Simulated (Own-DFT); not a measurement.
# PBE and PBEsol under strain: C40 NbSi2, 36 atoms (Nb12Si24)

Source: density functional calculations with Own-DFT, an unreviewed in-house program that is no longer used. Nothing was measured or relaxed, and spin and spin-orbit coupling are left out.

Limits: forces on such cells failed a check on a denser k mesh; stress not checked against mesh or cutoff.

Each geometry was run with PBE and with PBEsol, otherwise alike: PseudoDojo norm-conserving scalar-relativistic files made for PBE; cutoff 42 hartree; 4 x 4 x 5 k mesh centred on Gamma; cold (Marzari-Vanderbilt) smearing of 0.2 eV. Unstrained cell vectors in Å: (0.000, 8.324, 0.000); (-9.613, 0.000, 0.000); (0.000, 0.000, 6.586). Each has a uniform strain, of which the change of volume is shown, and random moves of rms u per axis.

```
run  volume change (%)   u (Å)  P with PBE (GPa)  P with PBEsol (GPa)
  1              -0.72  0.0457              3.90                 0.22
  2              -0.98  0.0498              5.56                 1.86
  3               3.94  0.0529             -3.44                -6.94
  4               0.94  0.0446              0.64                -2.98
  5               0.68  0.0478              2.52                -1.11
  6              -2.05  0.0485              7.14                 3.39
  7               4.13  0.0511             -4.29                -7.76
  8              -1.08  0.0506              5.22                 1.51
  9               1.64  0.0506              0.79                -2.80
 10               0.28  0.0469              2.23                -1.41
 11              -0.06  0.0521              2.70                    ?
```

Asked: by how much does PBEsol shrink this cell, and what belongs in the blank?

## Working it out

Write v for the change of volume as a fraction. Fitted to v and u², the PBE pressure has a slope of -189 ± 7 GPa in v, with the ions held to the strained lattice. The difference PBEsol less PBE is -3.66 + 4.3 v GPa (slope ± 0.1) and averages -3.63 GPa. Divided by the mean slope of the two, 187 GPa, that makes PBEsol's volume at a given pressure, near 0 GPa, about 1.9 % smaller, or 0.65 % in lengths. At one volume PBEsol's slope is the smaller by 4 GPa, but its pressure there is lower too. If stiffness rises by about 4 GPa for each GPa, PBEsol at equal pressure is stiffer by about 10 GPa. Files made for PBEsol would give a different shift.

For run 11 the line gives -0.96 GPa. The hidden result is -0.94 GPa.
